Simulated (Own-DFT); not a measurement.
# A change of arrangement and its cost: C34N2Si36, 72 atoms

All numbers below are calculated, not measured. They come from Own-DFT, an in-house plane-wave density functional program, since retired, whose code no person has reviewed. Each row is one single-point run on a periodic cell that was not relaxed, without spin or spin-orbit coupling.

Settings of every run: PBE; PseudoDojo norm-conserving scalar-relativistic files; cutoff 42 hartree; 4 x 4 x 3 k mesh centred on Gamma; Fermi-Dirac smearing of 0.1 eV.

Known limits: not probed for a lower state with spin; forces on such cells passed a denser k mesh, each cell not checked; stress not checked against mesh or cutoff.

All cells hold the same atoms in the same cell, with vectors in Å (9.248, 0.000, 0.000); (-4.624, 8.009, 0.000); (0.000, 0.000, 10.068). Every atom was moved at random from its ideal site; u is the rms move along one axis. The defect's site can differ from row to row. E is the free energy of the cell above the lowest run. The arrangements:

- A: 4H SiC, with two N on a C site each, 3.1 Å apart
- B: 2H SiC, with two N on a C site each, 3.1 Å apart

```
arrangement   u (Å)  E (eV)  P (GPa)
          A  0.0286   0.000     2.65
          A  0.0307   0.195     2.70
          A  0.0309   0.252     2.71
          A  0.0473   3.724     3.95
          A  0.0491   3.651     3.60
          A  0.0494   3.977     4.03
          B  0.0285   0.809     2.77
          B  0.0302   1.054     2.92
          B  0.0304   0.857     2.73
          B  0.0483   5.081     4.31
          B  0.0493   5.137     4.26
          B  0.0516   5.766     4.46
```

Question: once the cost of the random moves is taken out, how do the arrangements rank?

## Worked answer

Fit E = a + b u², with one b for all and one a for each arrangement, and with residuals divided by u², since the noise grows with the moves. Then b = 2627 eV/Å², the scatter at u = 0.04 Å is 0.19 eV, and against A:

- B: 0.87 ± 0.08 eV (higher)

These are energies of unrelaxed cells. Relaxing the atoms lowers the strained arrangements most, so the gaps would shrink and small ones could change sign.
